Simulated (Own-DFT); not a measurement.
# A change of arrangement and its cost: C36Si36, 72 atoms

These are calculations, not measurements. The program, named Own-DFT, is a retired in-house plane-wave density functional code that no person has reviewed. Each row is one single-point run on a periodic cell that was not relaxed, without spin or spin-orbit coupling.

Settings of every run: PBE; PseudoDojo norm-conserving scalar-relativistic files; cutoff 42 hartree; 4 x 4 x 3 k mesh centred on Gamma; Fermi-Dirac smearing of 0.1 eV.

Known limits, some of them of some rows only: some atoms lie very close together; not probed for a lower state with spin; forces on such cells passed a denser k mesh, each cell not checked; stress not checked against mesh or cutoff.

All cells hold the same atoms in the same cell, with vectors in Å (9.248, 0.000, 0.000); (-4.624, 8.009, 0.000); (0.000, 0.000, 10.068). Every atom was moved at random from its ideal site; u is the rms move along one axis. The defect's site can differ from row to row. E is the free energy of the cell above the lowest run. The arrangements:

- A: 2H SiC
- B: 2H SiC, with one C on a Si site and one Si on a C site, 1.9 Å apart
- C: 4H SiC
- D: 4H SiC, with one C on a Si site and one Si on a C site, 1.9 Å apart

| arrangement | u (Å) | E (eV) | P (GPa) |
|---|---|---|---|
| A | 0.0288 | 0.490 | 3.69 |
| A | 0.0297 | 0.583 | 3.80 |
| A | 0.0300 | 0.634 | 3.73 |
| A | 0.0531 | 6.547 | 5.89 |
| A | 0.0624 | 8.964 | 6.54 |
| A | 0.0645 | 8.237 | 6.16 |
| B | 0.0274 | 10.980 | 7.28 |
| B | 0.0284 | 10.425 | 7.15 |
| B | 0.0302 | 12.608 | 7.84 |
| B | 0.0489 | 14.015 | 8.18 |
| B | 0.0522 | 15.042 | 8.60 |
| B | 0.0530 | 16.726 | 9.22 |
| C | 0.0272 | 0.000 | 3.60 |
| C | 0.0275 | 0.127 | 3.64 |
| C | 0.0309 | 0.634 | 3.87 |
| C | 0.0592 | 7.214 | 6.01 |
| C | 0.0608 | 8.232 | 6.58 |
| C | 0.0616 | 8.225 | 6.31 |
| D | 0.0287 | 10.928 | 7.28 |
| D | 0.0292 | 10.648 | 7.10 |
| D | 0.0320 | 11.737 | 7.52 |
| D | 0.0482 | 14.609 | 8.48 |
| D | 0.0487 | 13.368 | 7.88 |
| D | 0.0496 | 17.578 | 9.36 |

Question: once the cost of the random moves is taken out, how do the arrangements rank?

## Worked answer

Fit E = a + b u², with one b for all and one a for each arrangement, and with residuals divided by u², since the noise grows with the moves. Then b = 2626 eV/Å², the scatter at u = 0.04 Å is 0.80 eV, and against A:

- B: 10.71 ± 0.33 eV (higher)
- C: -0.19 ± 0.33 eV (not told apart from A)
- D: 10.42 ± 0.34 eV (higher)

These are energies of unrelaxed cells. Relaxing the atoms lowers the strained arrangements most, so the gaps would shrink and small ones could change sign.
